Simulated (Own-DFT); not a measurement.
Simulation results for SiSnGe6 (diamond-structure random alloy, strained, atoms displaced)

All values are calculated (Own-DFT development build). A calculation, not a measurement: plane-wave density functional theory by an unreviewed code, no spin, of a simulated periodic cell, stress positive in tension, run twice, with PBE and with PBEsol, both on files made for PBE, so the change isn't that of files made for PBEsol, forces on such cells moved up to 12 meV/angstrom on a denser k mesh; the far tail of each file's local potential was reset to the Coulomb form; each entry is a single point on an unrelaxed cell, so the pressure reflects the starting lattice, mostly measured values (interpolated for alloys), from which strain is counted, and rises with the displacements; printed positions are rounded, which can move forces by about a meV/angstrom; the program, named Own-DFT, is a retired in-house code; no spin-orbit coupling; stress was not checked against mesh or cutoff.

Common to all runs: functional PBE, then PBEsol; potential files PseudoDojo norm-conserving, scalar-relativistic, standard set; wave cutoff 49 hartree; occupations Fermi-Dirac; smearing width 0.1 eV; k mesh 3 x 3 x 3 centred on Gamma.

```json
{"entry": 1, "formula": "SiSnGe6", "kind": "diamond-structure random alloy, strained, atoms displaced", "structure": {"cell_angstrom": [[11.1803, 0.0, 0.0], [0.0, 11.1803, 0.0], [0.0, 0.0, 11.467]], "atoms_fractional": [["Ge", 0.0053, 0.00225, 0.00452], ["Ge", 0.99387, 0.24899, 0.24533], ["Ge", 0.24697, 0.99759, 0.25276], ["Si", 0.25391, 0.25019, 0.00304], ["Ge", 0.12275, 0.12739, 0.12032], ["Sn", 0.12478, 0.3741, 0.37515], ["Ge", 0.37968, 0.12138, 0.37068], ["Ge", 0.37475, 0.3717, 0.13509], ["Ge", 0.00022, 0.99619, 0.49837], ["Ge", 0.0, 0.25566, 0.7498], ["Ge", 0.24809, 0.00514, 0.75353], ["Ge", 0.25174, 0.24422, 0.48945], ["Si", 0.1229, 0.12623, 0.62622], ["Ge", 0.12747, 0.37666, 0.87294], ["Ge", 0.37732, 0.12677, 0.87206], ["Si", 0.38249, 0.3752, 0.62573], ["Ge", 0.99501, 0.5037, 0.99853], ["Ge", 0.00312, 0.75308, 0.24754], ["Ge", 0.2439, 0.49983, 0.24686], ["Ge", 0.24883, 0.74724, 0.9999], ["Ge", 0.12381, 0.62971, 0.12491], ["Ge", 0.12358, 0.87842, 0.37348], ["Ge", 0.3734, 0.62515, 0.37212], ["Ge", 0.37744, 0.88433, 0.13182], ["Ge", 0.00121, 0.50042, 0.4985], ["Sn", 0.00428, 0.75453, 0.74148], ["Sn", 0.24726, 0.50444, 0.74605], ["Ge", 0.25149, 0.73824, 0.49586], ["Si", 0.12494, 0.62783, 0.6186], ["Sn", 0.13135, 0.87911, 0.87496], ["Ge", 0.37005, 0.62336, 0.86343], ["Si", 0.37488, 0.87571, 0.62134], ["Ge", 0.5042, 0.99914, 0.00018], ["Ge", 0.50418, 0.25245, 0.25358], ["Ge", 0.74179, 0.00283, 0.24612], ["Ge", 0.73974, 0.2481, 0.99825], ["Ge", 0.61535, 0.12312, 0.11985], ["Ge", 0.62313, 0.3756, 0.38101], ["Ge", 0.88235, 0.13064, 0.37938], ["Ge", 0.87197, 0.37277, 0.1197], ["Si", 0.50706, 0.99879, 0.50723], ["Ge", 0.4972, 0.25116, 0.75246], ["Ge", 0.74575, 0.99996, 0.7548], ["Ge", 0.74079, 0.25384, 0.50083], ["Ge", 0.62665, 0.12022, 0.62084], ["Ge", 0.62522, 0.37084, 0.87103], ["Sn", 0.88531, 0.11688, 0.87787], ["Ge", 0.8763, 0.3729, 0.62295], ["Ge", 0.50515, 0.49583, 0.99871], ["Si", 0.50376, 0.74703, 0.25119], ["Si", 0.75231, 0.49778, 0.24256], ["Ge", 0.7595, 0.75533, 0.99833], ["Sn", 0.62445, 0.61496, 0.13459], ["Ge", 0.62828, 0.87534, 0.37797], ["Ge", 0.87416, 0.61975, 0.36396], ["Ge", 0.87728, 0.86759, 0.12087], ["Ge", 0.5011, 0.49398, 0.50941], ["Ge", 0.50155, 0.75459, 0.74585], ["Ge", 0.75662, 0.49449, 0.75266], ["Ge", 0.75689, 0.74694, 0.50962], ["Ge", 0.62908, 0.62445, 0.6244], ["Ge", 0.61932, 0.87581, 0.86906], ["Sn", 0.87432, 0.62561, 0.87649], ["Sn", 0.87334, 0.87273, 0.62621]]}, "results": {"PBE_pressure [GPa]": 9.42, "PBE_stress_xx [GPa]": -9.97, "PBE_stress_yy [GPa]": -10.06, "PBE_stress_zz [GPa]": -8.24, "PBE_stress_yz [GPa]": 0.17, "PBE_stress_xz [GPa]": -0.87, "PBE_stress_xy [GPa]": -0.09, "PBEsol_pressure [GPa]": 6.36, "PBEsol_stress_xx [GPa]": -6.91, "PBEsol_stress_yy [GPa]": -6.99, "PBEsol_stress_zz [GPa]": -5.17, "PBEsol_stress_yz [GPa]": 0.17, "PBEsol_stress_xz [GPa]": -0.85, "PBEsol_stress_xy [GPa]": -0.06, "force_element": ["Ge", "Ge", "Ge", "Si", "Ge", "Sn", "Ge", "Ge", "Ge", "Ge", "Ge", "Ge", "Si", "Ge", "Ge", "Si", "Ge", "Ge", "Ge", "Ge", "Ge", "Ge", "Ge", "Ge", "Ge", "Sn", "Sn", "Ge", "Si", "Sn", "Ge", "Si", "Ge", "Ge", "Ge", "Ge", "Ge", "Ge", "Ge", "Ge", "Si", "Ge", "Ge", "Ge", "Ge", "Ge", "Sn", "Ge", "Ge", "Si", "Si", "Ge", "Sn", "Ge", "Ge", "Ge", "Ge", "Ge", "Ge", "Ge", "Ge", "Ge", "Sn", "Sn"], "PBE_force_x [eV/angstrom]": [0.184, -0.076, 0.015, -0.104, 0.925, -0.527, 0.491, -0.076, 0.928, 0.995, 1.651, 1.286, 0.339, -0.68, -0.374, -0.806, 1.939, -0.351, 1.236, 1.909, -0.021, 0.373, 1.009, 0.193, -1.104, 2.142, -0.386, -0.225, -0.22, 0.176, 2.502, -0.181, -1.186, -0.168, 1.278, 0.523, 0.795, 0.499, -1.441, -0.379, -1.227, 0.455, -0.993, 1.391, -0.319, -0.029, -1.617, -0.264, -1.911, -1.292, 1.532, -2.665, -0.054, -0.393, -0.016, 0.098, -0.247, -0.775, -1.496, -1.701, -0.107, 0.707, -0.347, -1.815], "PBE_force_y [eV/angstrom]": [-1.516, -0.302, 1.001, 0.105, 0.405, -0.356, -0.58, 0.305, 1.616, -0.138, 1.131, -0.832, 0.136, -1.043, 0.016, -1.466, -1.695, -0.223, 1.243, -0.416, -0.653, -0.972, -0.787, -1.694, 1.258, -2.598, -1.343, 1.707, -0.512, 0.192, 1.798, 0.273, -0.265, -0.52, -0.112, 0.055, 0.805, 0.909, -0.508, 0.053, -0.622, -0.205, 0.247, -0.698, 0.66, 0.422, 1.644, 0.283, -0.699, 1.719, -2.296, 0.724, 2.103, -0.578, 0.37, 1.798, 1.048, -0.534, -0.647, -1.683, -0.458, -0.309, -0.177, 3.414], "PBE_force_z [eV/angstrom]": [2.067, -0.662, -0.432, -0.353, 0.754, -0.564, 0.734, -1.315, -0.117, -0.92, -2.539, 2.582, -0.456, 1.863, 1.035, -0.612, 1.559, 0.448, -0.713, 1.021, -0.332, 0.512, -0.418, -0.497, 0.96, 0.954, -1.827, 0.473, -1.66, 1.565, 2.791, -0.016, -0.741, -0.058, 0.321, 0.406, 0.824, -1.147, -0.397, 0.044, -1.077, -1.091, -0.565, 0.101, 1.09, 0.03, -0.471, -0.23, -1.22, 1.317, 2.437, 0.398, -1.855, 0.255, 0.819, 0.935, -0.885, -0.463, -1.266, -3.333, 0.646, 1.092, -0.623, -1.175], "PBEsol_force_x [eV/angstrom]": [0.183, -0.072, 0.025, -0.1, 0.846, -0.51, 0.435, -0.042, 0.873, 0.939, 1.606, 1.251, 0.329, -0.701, -0.33, -0.781, 1.876, -0.341, 1.207, 1.831, -0.02, 0.356, 0.923, 0.156, -1.102, 2.041, -0.367, -0.205, -0.216, 0.172, 2.422, -0.219, -1.148, -0.183, 1.227, 0.503, 0.775, 0.457, -1.391, -0.336, -1.15, 0.477, -0.967, 1.348, -0.261, -0.027, -1.58, -0.26, -1.842, -1.27, 1.516, -2.557, -0.071, -0.323, 0.032, 0.1, -0.185, -0.717, -1.454, -1.662, -0.097, 0.695, -0.338, -1.774], "PBEsol_force_y [eV/angstrom]": [-1.468, -0.298, 0.968, 0.101, 0.348, -0.344, -0.518, 0.322, 1.543, -0.101, 1.093, -0.804, 0.133, -0.98, -0.013, -1.437, -1.643, -0.221, 1.206, -0.405, -0.629, -0.94, -0.783, -1.606, 1.185, -2.485, -1.302, 1.646, -0.503, 0.194, 1.751, 0.222, -0.242, -0.507, -0.119, 0.061, 0.777, 0.839, -0.488, 0.023, -0.568, -0.23, 0.227, -0.673, 0.684, 0.401, 1.597, 0.281, -0.691, 1.691, -2.259, 0.708, 2.041, -0.554, 0.392, 1.732, 1.048, -0.548, -0.632, -1.631, -0.44, -0.287, -0.18, 3.314], "PBEsol_force_z [eV/angstrom]": [2.002, -0.637, -0.42, -0.345, 0.76, -0.556, 0.676, -1.236, -0.15, -0.865, -2.388, 2.438, -0.445, 1.768, 0.964, -0.6, 1.513, 0.421, -0.685, 0.982, -0.321, 0.481, -0.37, -0.506, 0.897, 0.982, -1.682, 0.389, -1.637, 1.527, 2.708, 0.027, -0.71, -0.058, 0.315, 0.395, 0.791, -1.072, -0.395, 0.014, -1.093, -1.006, -0.553, 0.105, 1.097, 0.041, -0.459, -0.21, -1.181, 1.297, 2.389, 0.39, -1.905, 0.237, 0.836, 0.889, -0.896, -0.409, -1.233, -3.223, 0.621, 1.049, -0.596, -1.156], "rms_change_of_force_components_from_PBE_to_PBEsol [eV/angstrom]": 0.046}}
{"entry": 2, "formula": "SiSnGe6", "kind": "diamond-structure random alloy, strained, atoms displaced", "structure": {"cell_angstrom": [[11.1803, 0.0, 0.0], [0.0, 11.1803, 0.0], [0.0, 0.0, 11.467]], "atoms_fractional": [["Ge", 0.99585, 0.00032, 0.99591], ["Ge", 0.99854, 0.24701, 0.2522], ["Ge", 0.24634, 0.99438, 0.24772], ["Ge", 0.24388, 0.2495, 0.00093], ["Ge", 0.12838, 0.12499, 0.12749], ["Ge", 0.12798, 0.3719, 0.37486], ["Si", 0.37229, 0.12286, 0.37979], ["Ge", 0.37571, 0.37065, 0.12328], ["Ge", 0.00292, 0.0002, 0.49601], ["Ge", 0.99769, 0.2445, 0.74693], ["Ge", 0.24472, 0.00683, 0.74794], ["Sn", 0.24557, 0.24493, 0.49858], ["Ge", 0.11772, 0.12362, 0.62695], ["Ge", 0.11755, 0.36993, 0.87473], ["Ge", 0.37009, 0.11985, 0.87019], ["Ge", 0.37382, 0.36605, 0.62146], ["Ge", 0.00855, 0.50088, 0.00051], ["Ge", 0.00239, 0.74949, 0.25796], ["Ge", 0.24366, 0.4994, 0.25212], ["Ge", 0.25029, 0.7446, 0.00193], ["Si", 0.12342, 0.62658, 0.11964], ["Sn", 0.12106, 0.87182, 0.37062], ["Sn", 0.37571, 0.62702, 0.38282], ["Ge", 0.37304, 0.87795, 0.12028], ["Si", 0.00172, 0.4942, 0.49896], ["Ge", 0.99303, 0.75345, 0.74803], ["Ge", 0.24079, 0.50529, 0.75027], ["Si", 0.24754, 0.74553, 0.49568], ["Si", 0.12882, 0.6282, 0.61772], ["Ge", 0.12086, 0.8816, 0.87006], ["Ge", 0.37761, 0.6248, 0.87745], ["Ge", 0.36729, 0.87689, 0.62303], ["Ge", 0.5011, 0.00267, 0.99835], ["Ge", 0.50826, 0.25299, 0.24685], ["Ge", 0.74979, 0.0065, 0.24534], ["Ge", 0.75738, 0.24973, 0.99201], ["Ge", 0.63121, 0.11939, 0.12391], ["Ge", 0.62992, 0.37862, 0.37732], ["Ge", 0.87266, 0.1226, 0.3754], ["Si", 0.87694, 0.37512, 0.1213], ["Ge", 0.50293, 0.00326, 0.50278], ["Ge", 0.48642, 0.25227, 0.74419], ["Ge", 0.74795, 0.99741, 0.75348], ["Ge", 0.75307, 0.24377, 0.4995], ["Ge", 0.628, 0.13322, 0.61898], ["Sn", 0.62776, 0.38182, 0.8724], ["Ge", 0.88541, 0.12188, 0.87863], ["Ge", 0.8782, 0.37215, 0.62962], ["Si", 0.50063, 0.4999, 0.98852], ["Sn", 0.49982, 0.75229, 0.24928], ["Si", 0.7565, 0.50427, 0.25393], ["Ge", 0.74508, 0.7529, 0.99781], ["Ge", 0.62082, 0.62818, 0.12276], ["Ge", 0.62674, 0.87276, 0.37911], ["Ge", 0.87688, 0.62973, 0.37526], ["Ge", 0.87863, 0.87469, 0.13036], ["Sn", 0.49712, 0.49608, 0.49929], ["Ge", 0.50119, 0.74465, 0.74806], ["Sn", 0.7456, 0.5048, 0.74491], ["Ge", 0.75599, 0.7576, 0.49308], ["Ge", 0.6244, 0.62006, 0.62285], ["Sn", 0.62863, 0.8706, 0.86891], ["Ge", 0.87542, 0.62356, 0.86868], ["Ge", 0.87265, 0.88097, 0.62586]]}, "results": {"PBE_pressure [GPa]": 9.62, "PBE_stress_xx [GPa]": -10.24, "PBE_stress_yy [GPa]": -10.17, "PBE_stress_zz [GPa]": -8.46, "PBE_stress_yz [GPa]": 0.92, "PBE_stress_xz [GPa]": -0.15, "PBE_stress_xy [GPa]": 0.45, "PBEsol_pressure [GPa]": 6.55, "PBEsol_stress_xx [GPa]": -7.17, "PBEsol_stress_yy [GPa]": -7.1, "PBEsol_stress_zz [GPa]": -5.39, "PBEsol_stress_yz [GPa]": 0.88, "PBEsol_stress_xz [GPa]": -0.13, "PBEsol_stress_xy [GPa]": 0.44, "force_element": ["Ge", "Ge", "Ge", "Ge", "Ge", "Ge", "Si", "Ge", "Ge", "Ge", "Ge", "Sn", "Ge", "Ge", "Ge", "Ge", "Ge", "Ge", "Ge", "Ge", "Si", "Sn", "Sn", "Ge", "Si", "Ge", "Ge", "Si", "Si", "Ge", "Ge", "Ge", "Ge", "Ge", "Ge", "Ge", "Ge", "Ge", "Ge", "Si", "Ge", "Ge", "Ge", "Ge", "Ge", "Sn", "Ge", "Ge", "Si", "Sn", "Si", "Ge", "Ge", "Ge", "Ge", "Ge", "Sn", "Ge", "Sn", "Ge", "Ge", "Sn", "Ge", "Ge"], "PBE_force_x [eV/angstrom]": [1.244, -0.203, 1.895, 0.73, -0.883, -2.004, 1.636, 0.136, -1.548, 0.001, 0.033, 0.051, -0.421, 0.629, 0.297, -1.188, -1.338, -1.616, -0.097, -0.425, 0.148, 1.678, -2.691, -0.564, 0.234, 1.119, 0.647, -0.665, -1.161, 0.374, -0.469, 0.311, -0.683, -0.567, 0.388, 0.402, -0.622, 1.543, 0.385, -0.041, -0.483, 1.232, 1.545, 0.466, -0.756, -2.096, -1.49, 0.488, -1.363, 0.478, -0.352, 2.325, 1.354, 0.544, 0.16, -0.46, 1.595, -1.541, 2.856, -0.355, -0.356, -1.75, 1.044, 0.219], "PBE_force_y [eV/angstrom]": [-0.667, 0.575, 1.739, -0.134, -0.296, 1.281, -1.154, 0.987, 0.75, 0.314, -1.019, -0.468, -0.693, 0.27, 0.906, 1.589, -0.017, -2.271, -0.104, 0.882, -0.079, 0.552, 0.137, 0.596, 0.671, -0.358, -0.55, 1.179, -0.188, -1.008, -0.288, -0.498, 0.273, -0.773, -1.492, -0.581, 1.474, -1.039, 0.03, 0.366, -0.25, -1.265, 2.657, 1.376, -0.824, -3.351, 0.39, -0.339, 0.943, 1.359, -0.443, -1.643, -2.126, 1.893, -1.376, -0.185, -1.922, -0.388, 0.665, -0.73, 3.239, 0.401, 1.033, -0.008], "PBE_force_z [eV/angstrom]": [1.662, -0.53, -0.575, -0.462, -0.225, -1.049, -2.124, -0.338, 1.389, 0.615, -0.189, 0.315, 0.156, -0.39, 0.8, 1.719, 0.018, -3.388, -1.501, -0.529, 1.226, 1.735, -1.91, -0.633, 0.258, -0.588, -0.247, 2.545, 0.226, 0.376, -0.535, -0.04, 0.22, 0.624, 1.129, 1.603, -0.9, -1.46, -0.23, 0.726, -0.342, 0.671, -1.791, -0.34, 1.559, 1.169, -1.213, -1.736, 2.871, -0.973, -1.123, 1.784, -1.045, -0.09, 0.417, -0.55, 1.907, -1.331, -1.399, 1.335, -1.494, 0.638, 2.05, -0.472], "PBEsol_force_x [eV/angstrom]": [1.204, -0.156, 1.805, 0.698, -0.855, -1.912, 1.61, 0.107, -1.516, 0.001, 0.028, 0.003, -0.407, 0.612, 0.28, -1.135, -1.3, -1.61, -0.072, -0.357, 0.149, 1.586, -2.569, -0.552, 0.199, 1.046, 0.66, -0.606, -1.147, 0.345, -0.486, 0.337, -0.668, -0.531, 0.381, 0.374, -0.599, 1.46, 0.377, -0.006, -0.434, 1.184, 1.517, 0.438, -0.737, -1.989, -1.442, 0.446, -1.345, 0.476, -0.378, 2.244, 1.314, 0.535, 0.159, -0.453, 1.567, -1.489, 2.783, -0.345, -0.357, -1.69, 1.009, 0.211], "PBEsol_force_y [eV/angstrom]": [-0.637, 0.521, 1.663, -0.134, -0.287, 1.214, -1.14, 0.927, 0.735, 0.3, -0.984, -0.4, -0.672, 0.267, 0.882, 1.528, -0.04, -2.167, -0.145, 0.891, -0.078, 0.578, 0.08, 0.574, 0.619, -0.312, -0.568, 1.209, -0.2, -0.959, -0.241, -0.445, 0.256, -0.724, -1.443, -0.603, 1.424, -1.044, 0.034, 0.32, -0.268, -1.223, 2.565, 1.324, -0.806, -3.306, 0.378, -0.371, 0.941, 1.323, -0.394, -1.598, -1.992, 1.83, -1.25, -0.165, -1.877, -0.386, 0.651, -0.698, 3.138, 0.384, 1.019, -0.016], "PBEsol_force_z [eV/angstrom]": [1.593, -0.482, -0.602, -0.441, -0.216, -1.052, -2.079, -0.3, 1.353, 0.601, -0.179, 0.357, 0.16, -0.369, 0.763, 1.676, -0.065, -3.25, -1.416, -0.545, 1.201, 1.637, -1.914, -0.607, 0.218, -0.537, -0.199, 2.45, 0.303, 0.359, -0.555, -0.011, 0.221, 0.579, 1.089, 1.519, -0.863, -1.383, -0.221, 0.671, -0.3, 0.626, -1.749, -0.323, 1.493, 1.087, -1.171, -1.653, 2.815, -0.953, -1.057, 1.728, -1.017, -0.078, 0.406, -0.534, 1.864, -1.282, -1.362, 1.279, -1.432, 0.625, 1.976, -0.452], "rms_change_of_force_components_from_PBE_to_PBEsol [eV/angstrom]": 0.048}}
{"entry": 3, "formula": "SiSnGe6", "kind": "diamond-structure random alloy, strained, atoms displaced", "structure": {"cell_angstrom": [[11.1803, 0.0, 0.0], [0.0, 11.1803, 0.0], [0.0, 0.0, 11.467]], "atoms_fractional": [["Ge", 0.99867, 0.9939, 0.00142], ["Sn", 0.00209, 0.25156, 0.25045], ["Ge", 0.24251, 0.0032, 0.2435], ["Ge", 0.25274, 0.26007, 0.98902], ["Ge", 0.1277, 0.12755, 0.12317], ["Sn", 0.12505, 0.38273, 0.37229], ["Ge", 0.3751, 0.12857, 0.38005], ["Ge", 0.37745, 0.37495, 0.13086], ["Sn", 0.99891, 0.00635, 0.50347], ["Ge", 0.00066, 0.25323, 0.75711], ["Ge", 0.25482, 0.00362, 0.75382], ["Ge", 0.2514, 0.25284, 0.50264], ["Ge", 0.12389, 0.12329, 0.63112], ["Sn", 0.12314, 0.37562, 0.87797], ["Si", 0.37904, 0.12526, 0.87448], ["Sn", 0.36371, 0.36929, 0.62163], ["Ge", 0.00451, 0.49215, 0.002], ["Ge", 0.9975, 0.74341, 0.24634], ["Ge", 0.2538, 0.49795, 0.2485], ["Si", 0.25658, 0.75687, 0.00153], ["Ge", 0.13001, 0.62287, 0.12665], ["Ge", 0.12275, 0.87389, 0.37587], ["Ge", 0.37386, 0.63232, 0.3827], ["Sn", 0.37378, 0.87394, 0.12989], ["Ge", 0.00365, 0.48944, 0.50045], ["Ge", 0.99858, 0.75112, 0.74842], ["Sn", 0.24541, 0.50328, 0.74238], ["Ge", 0.25337, 0.74834, 0.49852], ["Ge", 0.11849, 0.61912, 0.62318], ["Ge", 0.1179, 0.88004, 0.87502], ["Ge", 0.37119, 0.62896, 0.86972], ["Ge", 0.37035, 0.87666, 0.62014], ["Ge", 0.50382, 0.00021, 0.99969], ["Ge", 0.49716, 0.2516, 0.24574], ["Ge", 0.74996, 0.99349, 0.25661], ["Ge", 0.74553, 0.25296, 0.9975], ["Ge", 0.62573, 0.12764, 0.12633], ["Ge", 0.63079, 0.36634, 0.37175], ["Ge", 0.87838, 0.13065, 0.37042], ["Si", 0.87711, 0.37622, 0.12184], ["Ge", 0.49538, 0.00182, 0.49402], ["Si", 0.48571, 0.24986, 0.74542], ["Si", 0.75126, 0.99177, 0.75526], ["Ge", 0.74919, 0.24405, 0.49457], ["Ge", 0.62696, 0.1212, 0.62521], ["Si", 0.62132, 0.37131, 0.87169], ["Si", 0.87762, 0.12507, 0.86957], ["Ge", 0.87766, 0.37147, 0.62702], ["Ge", 0.50007, 0.50558, 0.00491], ["Sn", 0.50709, 0.75336, 0.25023], ["Ge", 0.74532, 0.49446, 0.24713], ["Si", 0.74611, 0.74231, 0.00173], ["Ge", 0.61869, 0.62382, 0.1254], ["Ge", 0.62055, 0.87535, 0.37794], ["Ge", 0.87945, 0.62465, 0.37624], ["Ge", 0.88377, 0.87969, 0.13043], ["Ge", 0.50568, 0.49727, 0.50709], ["Ge", 0.50156, 0.74645, 0.74664], ["Ge", 0.75087, 0.49414, 0.75255], ["Ge", 0.7491, 0.75519, 0.49856], ["Ge", 0.62395, 0.62505, 0.62344], ["Ge", 0.62965, 0.87194, 0.87686], ["Ge", 0.86838, 0.6259, 0.8789], ["Ge", 0.87303, 0.8723, 0.62915]]}, "results": {"PBE_pressure [GPa]": 9.72, "PBE_stress_xx [GPa]": -10.24, "PBE_stress_yy [GPa]": -10.16, "PBE_stress_zz [GPa]": -8.76, "PBE_stress_yz [GPa]": -0.73, "PBE_stress_xz [GPa]": -0.15, "PBE_stress_xy [GPa]": 0.58, "PBEsol_pressure [GPa]": 6.65, "PBEsol_stress_xx [GPa]": -7.17, "PBEsol_stress_yy [GPa]": -7.09, "PBEsol_stress_zz [GPa]": -5.68, "PBEsol_stress_yz [GPa]": -0.7, "PBEsol_stress_xz [GPa]": -0.16, "PBEsol_stress_xy [GPa]": 0.55, "force_element": ["Ge", "Sn", "Ge", "Ge", "Ge", "Sn", "Ge", "Ge", "Sn", "Ge", "Ge", "Ge", "Ge", "Sn", "Si", "Sn", "Ge", "Ge", "Ge", "Si", "Ge", "Ge", "Ge", "Sn", "Ge", "Ge", "Sn", "Ge", "Ge", "Ge", "Ge", "Ge", "Ge", "Ge", "Ge", "Ge", "Ge", "Ge", "Ge", "Si", "Ge", "Si", "Si", "Ge", "Ge", "Si", "Si", "Ge", "Ge", "Sn", "Ge", "Si", "Ge", "Ge", "Ge", "Ge", "Ge", "Ge", "Ge", "Ge", "Ge", "Ge", "Ge", "Ge"], "PBE_force_x [eV/angstrom]": [-0.124, -1.269, -0.177, 2.36, 0.551, 2.324, -0.712, -0.288, -0.469, -1.261, -0.277, -2.365, 1.393, -0.577, 0.206, 3.545, -2.211, 0.833, 1.35, -2.169, 0.212, 0.628, 0.63, -0.86, -2.329, -0.091, 0.124, -1.657, -1.174, 1.42, 0.834, 0.61, 0.288, 0.434, 0.127, 0.889, 0.312, -1.036, -2.308, -1.342, 0.464, 2.561, 0.296, 0.44, -0.474, -0.855, -0.882, -0.644, -0.489, 0.135, 1.05, 0.455, 2.217, 1.54, -0.909, -1.71, 0.152, -0.187, -0.468, 0.193, 1.019, -0.225, 0.834, -0.886], "PBE_force_y [eV/angstrom]": [1.869, -0.555, 0.687, -2.839, -0.353, -0.309, -0.024, 0.316, -0.939, -1.914, -0.186, -3.361, 1.59, 0.103, 0.231, 0.614, 2.555, 0.348, 1.964, -1.624, 0.406, -0.753, -2.155, 2.068, 2.254, -0.618, 1.933, 0.443, 2.386, -0.973, 0.794, -0.068, 0.851, -0.735, 0.958, -0.127, -0.545, 0.795, -1.249, 0.476, -0.086, -1.348, 1.022, 0.15, -0.084, 0.087, -0.611, -0.289, -1.046, -1.964, 0.427, 0.988, -0.876, 1.287, -0.609, -1.263, 0.213, 0.933, 0.299, -0.695, -0.115, -0.312, -0.398, -0.022], "PBE_force_z [eV/angstrom]": [-0.408, -2.51, 2.156, 2.569, -1.981, 0.952, -1.315, -1.381, -0.289, -1.676, 0.125, -1.947, 1.029, -0.55, 0.193, -0.186, 1.772, 0.471, -0.386, -1.826, -0.937, -1.018, -0.368, -1.644, 1.656, 0.44, 1.674, 0.681, -1.6, -0.048, 1.669, 0.669, -0.845, 0.965, -0.434, -0.319, 0.031, 0.258, 0.52, -0.632, 0.997, 1.699, -0.241, 0.962, 0.717, -0.054, 0.741, -0.304, -1.502, 1.689, -0.175, 0.671, -0.909, 1.365, 0.111, -0.462, -1.795, 0.115, -0.144, 0.232, 0.304, 0.044, -0.005, 0.414], "PBEsol_force_x [eV/angstrom]": [-0.085, -1.199, -0.177, 2.254, 0.538, 2.265, -0.685, -0.281, -0.451, -1.185, -0.32, -2.29, 1.357, -0.565, 0.156, 3.4, -2.107, 0.81, 1.298, -2.13, 0.176, 0.617, 0.603, -0.789, -2.253, -0.097, 0.111, -1.592, -1.133, 1.342, 0.846, 0.59, 0.312, 0.425, 0.131, 0.836, 0.291, -0.997, -2.249, -1.319, 0.448, 2.511, 0.255, 0.43, -0.463, -0.8, -0.821, -0.61, -0.493, 0.13, 0.981, 0.439, 2.109, 1.502, -0.878, -1.623, 0.141, -0.184, -0.41, 0.184, 0.971, -0.287, 0.842, -0.828], "PBEsol_force_y [eV/angstrom]": [1.775, -0.587, 0.667, -2.726, -0.361, -0.303, -0.022, 0.317, -0.914, -1.821, -0.209, -3.262, 1.55, 0.097, 0.18, 0.64, 2.504, 0.343, 1.902, -1.6, 0.357, -0.729, -2.079, 2.068, 2.197, -0.591, 1.882, 0.43, 2.304, -0.914, 0.75, -0.072, 0.796, -0.709, 0.936, -0.155, -0.525, 0.77, -1.214, 0.471, -0.084, -1.308, 0.953, 0.143, -0.077, 0.117, -0.557, -0.272, -0.984, -1.911, 0.431, 0.963, -0.887, 1.251, -0.582, -1.205, 0.224, 0.888, 0.325, -0.671, -0.109, -0.306, -0.426, -0.06], "PBEsol_force_z [eV/angstrom]": [-0.367, -2.398, 2.087, 2.529, -1.9, 0.939, -1.266, -1.331, -0.283, -1.67, 0.074, -1.893, 0.999, -0.531, 0.239, -0.236, 1.689, 0.464, -0.381, -1.798, -0.869, -0.993, -0.347, -1.55, 1.616, 0.417, 1.624, 0.648, -1.55, -0.066, 1.582, 0.638, -0.782, 0.936, -0.415, -0.27, 0.024, 0.244, 0.523, -0.622, 0.956, 1.582, -0.276, 0.912, 0.618, -0.015, 0.76, -0.29, -1.411, 1.652, -0.137, 0.652, -0.851, 1.321, 0.098, -0.42, -1.736, 0.111, -0.171, 0.229, 0.293, 0.048, -0.055, 0.372], "rms_change_of_force_components_from_PBE_to_PBEsol [eV/angstrom]": 0.047}}
```
